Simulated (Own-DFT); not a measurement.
# Short bonds, stiff crystals?

Source: density functional calculations with Own-DFT, an unreviewed in-house program that is no longer used. Nothing was measured or relaxed, and spin and spin-orbit coupling are left out.

Caveats (not all hold for every row): forces on such cells moved up to 12 meV/angstrom on a denser k mesh; forces not confirmed at this smearing and k mesh; k mesh not checked against a denser one; forces on such cells passed a denser k mesh, each cell not checked; stress not checked against mesh or cutoff.

All runs are PBE with PseudoDojo norm-conserving files; cutoff and k mesh are each material's own. Every cell starts from measured lattice constants and was given uniform random strains and small random moves of its atoms. Each triple is the change of volume in per cent, the rms move u in Å and the pressure in GPa.

- 2H SiC (C36Si36), 10.36 Å³/atom unstrained: (-3.00, 0.052, 13.14); (-0.84, 0.053, 8.00); (-0.50, 0.050, 6.76); (-0.41, 0.049, 6.35); (-0.33, 0.055, 6.50); (0.61, 0.054, 4.85); (1.22, 0.049, 2.91)
- wurtzite AlN (Al64N64), 10.45 Å³/atom unstrained: (-2.20, 0.050, 10.81); (-1.32, 0.051, 8.84); (-1.04, 0.054, 8.24); (0.96, 0.052, 3.89); (1.86, 0.056, 2.79); (2.31, 0.048, 1.12); (2.66, 0.050, 0.49)
- wurtzite GaN (Ga48N48), 11.42 Å³/atom unstrained: (-2.12, 0.051, 11.78); (-2.04, 0.051, 11.46); (-0.37, 0.048, 7.86); (0.99, 0.051, 5.13); (1.61, 0.050, 3.70); (2.80, 0.052, 2.01); (2.93, 0.051, 1.78)
- diamond silicon (Si64), 20.02 Å³/atom unstrained: withheld
- zincblende InP (In48P48), 25.27 Å³/atom unstrained: (-2.80, 0.051, 5.94); (-2.49, 0.047, 5.64); (0.19, 0.052, 3.53); (1.36, 0.052, 2.77); (2.67, 0.050, 1.74); (3.06, 0.051, 1.52); (3.83, 0.049, 1.05)
- grey tin (Sn64), 34.15 Å³/atom unstrained: (-2.08, 0.053, 4.90); (-1.99, 0.047, 4.72); (-1.58, 0.051, 4.49); (-1.45, 0.049, 4.56); (-0.14, 0.052, 3.80); (1.09, 0.048, 3.11); (1.51, 0.052, 2.92)

## Analysis

Fit a line to each set against the fractional change of volume; B is minus its slope, and u is nearly the same within a set. To take it to zero pressure, assume that B rises by 4 GPa for each GPa: B0 = B - 4 x (mean pressure). The bond length of an ideal tetrahedral crystal with the unstrained volume v is d = (√3/4)(8 v)^(1/3). Cohen's empirical rule reads B0 = (1971 - 220 L) d^(-3.5) GPa, with L = 0 for group IV crystals and SiC and 1 for III-V compounds.

```
                material  L  d (Å)   B (GPa)  mean P (GPa)  B0 (GPa)  rule (GPa)
        2H SiC (C36Si36)  0  1.888  239 ± 10           6.9  211 ± 10         213
  wurtzite AlN (Al64N64)  1  1.893   209 ± 6           5.2   188 ± 6         188
  wurtzite GaN (Ga48N48)  1  1.950   199 ± 6           6.2   174 ± 6         169
  diamond silicon (Si64)  0  2.352         ?             ?         ?          99
zincblende InP (In48P48)  1  2.541    74 ± 1           3.2    62 ± 1          67
         grey tin (Sn64)  0  2.810    54 ± 2           4.1    37 ± 2          53
```

A line through ln[B0/(1971 - 220 L)] against ln d has a slope of -4.2 ± 0.2 and a scatter of 8 %. Against the rule, B0 stands at 99 % for 2H SiC, 100 % for wurtzite AlN, 103 % for wurtzite GaN, 92 % for zincblende InP, 71 % for grey tin. PBE tends to make silicon and heavier crystals too soft, and the rule itself is only a guide.

## The run left out

The question: what B0 does the fitted trend give for diamond silicon (Si64)?

From the line: 86 GPa. Its own runs give B = 98 ± 4 GPa at a mean pressure of 2.6 GPa, so B0 = 88 GPa.
